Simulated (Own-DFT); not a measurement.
# PBE and HSE06 on the same vacancies: monoclinic HfO2, Hf32O62

All values are computed. Each geometry was run twice at fixed positions with Own-DFT, a retired in-house plane-wave program that no person has reviewed: with PBE, and with HSE06 (exact exchange share 0.25 at short range, screening 0.11 per bohr, Gygi-Baldereschi treatment of its divergence). Both used PseudoDojo norm-conserving files made for PBE, a cutoff of 48 hartree, the Gamma point alone, fixed occupations, a neutral cell and no spin. One k point on a cell 10.1 Å thick isn't converged, and results move with the size of the cell. The hafnium file keeps the 4f electrons in the core, and its forces lie about 75 meV/Å off all-electron values. The oxygen file's force components were 24 meV/Å off all-electron values in a glass.

Cell vectors in Å: (10.234, 0.000, 0.000); (0.000, 10.350, 0.000); (-1.696, 0.000, 10.445). Atoms were moved at random from their ideal sites, and each line below averages several runs of one case and one width of the moves; u² is the mean square move along one axis. E is the PBE energy of the cell and D the HSE06 energy less the PBE one, each over its lowest single run, with the standard error of the mean. Within a case the pair of sites differs from run to run.

- A: two O taken from sites with four and four neighbours, under 3.2 Å apart
- B: two O taken from sites with three and four neighbours, under 3.2 Å apart
- C: two O taken from sites with three and three neighbours, under 3.2 Å apart

```
case  runs   u² (Å²)  E (eV)  error of E  D (eV)  error of D
   A     8  0.000909   0.272       0.040   0.141       0.005
   A     8  0.002527   4.064       0.124   0.357       0.020
   A     8  0.006227  12.907       0.409   0.776       0.038
   B     8  0.000867   0.262       0.066   0.103       0.006
   B     8  0.002433   3.846       0.233   0.249       0.011
   B     8  0.006122  12.522       0.626   0.744       0.048
   C     8  0.000897   0.673       0.106   0.064       0.014
   C     8  0.002585   4.633       0.340   0.292       0.025
   C     8  0.006335  13.293       0.699   0.751       0.024
```

Asked: how do the cases differ under PBE, and what does HSE06 change?

## Solution

Fit E and D each to a + b u², with one a for each case and lines weighted by their errors. Against A, in eV:

| case | PBE | change by HSE06 | HSE06 |
|---|---|---|---|
| B | 0.08 ± 0.07 | -0.043 ± 0.007 | 0.04 ± 0.07 |
| C | 0.43 ± 0.11 | -0.065 ± 0.012 | 0.36 ± 0.11 |

Under PBE, C lies above A by more than three errors. D is known much better than E, because both runs of a geometry share the same random moves. HSE06 moves B down and C down against A. The slope b is 2346 ± 45 eV/Å² for E and 120 ± 3 for D, so at this fixed cell HSE06 makes random moves about 5 % costlier. The vacancies are unrelaxed, and relaxation differs between sites.
